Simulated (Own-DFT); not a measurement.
# Which defects push the lattice out? 2H SiC

The numbers are computed, not measured, by runs of the plane-wave DFT program Own-DFT (in-house, retired, unreviewed) at fixed positions, with no spin and no spin-orbit coupling.

Settings: PBE; PseudoDojo norm-conserving scalar-relativistic files; cutoff 42 hartree; 4 x 4 x 3 k mesh centred on Gamma; Fermi-Dirac smearing of 0.1 eV.

Limits (not all hold for every row): some atoms lie very close together; not probed for a lower state with spin; forces on such cells moved up to 12 meV/angstrom on a denser k mesh; forces on such cells passed a denser k mesh, each cell not checked; stress not checked against mesh or cutoff.

All runs share one cell, with vectors in Å (9.248, 0.000, 0.000); (-4.624, 8.009, 0.000); (0.000, 0.000, 10.068) and a volume of 745.7 Å³. The atoms are randomly displaced, by u rms on each axis. The defect's site can differ from row to row.

| cell | formula | u (Å) | P (GPa) |
|---|---|---|---|
| no defect | C36Si36 | 0.0307 | 4.01 |
| no defect | C36Si36 | 0.0574 | 5.72 |
| no defect | C36Si36 | 0.0583 | 6.25 |
| one C on a Si site | C37Si35 | 0.0303 | 1.91 |
| one C on a Si site | C37Si35 | 0.0504 | 3.34 |
| one C on a Si site | C37Si35 | 0.0509 | 3.25 |
| one C vacancy | C35Si36 | 0.0292 | 3.79 |
| one C vacancy | C35Si36 | 0.0296 | 3.64 |
| one C vacancy | C35Si36 | 0.0318 | 3.70 |
| one Al on a Si site and one N on a C site | AlC35NSi35 | 0.0296 | 4.11 |
| one Al on a Si site and one N on a C site | AlC35NSi35 | 0.0319 | 4.07 |
| one Al on a Si site and one N on a C site | AlC35NSi35 | 0.0481 | 5.52 |
| one Si on a C site | C35Si37 | 0.0300 | ? |
| one Si on a C site | C35Si37 | 0.0312 | 10.46 |
| one Si on a C site | C35Si37 | 0.0510 | 11.30 |
| one Si on a C site | C35Si37 | 0.0520 | 12.07 |

## Worked fit

P = P0 + c u² + a shift for each defect gives P0 = 3.18 GPa, c = 842 ± 75 GPa/Å² and a scatter of 0.22 GPa. The shifts, and each times the cell's volume:

- one Si on a C site: 6.33 ± 0.19 GPa, 29.5 eV
- one Al on a Si site and one N on a C site: 0.21 ± 0.20 GPa, 1.0 eV (not resolved)
- one C vacancy: -0.24 ± 0.22 GPa, -1.1 eV (not resolved)
- one C on a Si site: -2.05 ± 0.19 GPa, -9.5 eV

Against the defect-free cell, a freed cell would be larger where the shift is positive and smaller where it is negative (160.2 GPa Å³ is 1 eV). The atoms around the defects weren't relaxed, which would change these numbers.

## The run left out

Q: what pressure belongs in the blank (one Si on a C site, u = 0.0300 Å)?

From the fit: 10.28 ± 0.27 GPa. Computed: 10.73 GPa.
